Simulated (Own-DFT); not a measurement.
# A layer strained by its substrate: wurtzite GaN, 72 atoms (Ga36N36)

Calculated, not measured: single-point runs of Own-DFT, a retired in-house plane-wave DFT program that no person has reviewed, on unrelaxed cells, without spin or spin-orbit coupling.

Method: PBE; PseudoDojo norm-conserving scalar-relativistic files; cutoff 42 hartree; 4 x 4 x 3 k mesh centred on Gamma; Fermi-Dirac smearing of 0.1 eV.

Known weak points: forces not confirmed at this smearing and k mesh; stress not checked against mesh or cutoff.

Unstrained cell vectors in Å: (9.567, 0.000, 0.000); (-4.784, 8.285, 0.000); (0.000, 0.000, 10.370). The unstrained cell has measured lattice constants (interpolated for alloys), not those of this functional. That, the random moves and any unrelaxed bonds set the pressure at no strain. Each run strains x and y alike by e, as a substrate would, and holds the height along z. Random moves of width 0.05 Å per axis were added to every atom. Stress is positive in tension.

| e (%) | u (Å) | (s_xx + s_yy)/2 (GPa) | s_zz (GPa) |
|---|---|---|---|
| -3.00 | 0.053 | -26.24 | -13.28 |
| -2.50 | 0.048 | -23.84 | -10.56 |
| -0.25 | 0.047 | -8.64 | -7.36 |
| 0.50 | 0.048 | ? | ? |
| 0.75 | 0.049 | -3.40 | -6.74 |
| 1.00 | 0.053 | -2.73 | -7.31 |
| 1.75 | 0.047 | 1.00 | -4.14 |
| 2.50 | 0.048 | 4.55 | -4.44 |
| 2.75 | 0.048 | 5.06 | -4.11 |
| 3.00 | 0.053 | 5.82 | -4.92 |

## Fit

With e as a fraction, the in-plane stress is -7.5 + 546 e - 3148 e² GPa (errors 7 and 431, scatter 0.44), and s_zz is -7.9 + 137 e GPa (slope ± 16, scatter 0.98). At e = 0 the first slope is C11 + C12 and the second 2 C13, both with the ions held to the strained lattice and at the cell's own pressure. The term in e² is negative: the layer stiffens under compression and softens under tension. A free layer would change its height as e changes, and the in-plane slope would drop by 2 C13²/C33 to the biaxial modulus. At fixed height, a misfit of 1 % moves the in-plane stress by about 5.5 GPa and s_zz by 1.4 GPa.

## Check

Q: what are the two stresses at e = 0.50 %?

The fitted form gives -4.9 and -7.2 GPa. DFT gave -4.75 and -6.42 GPa.
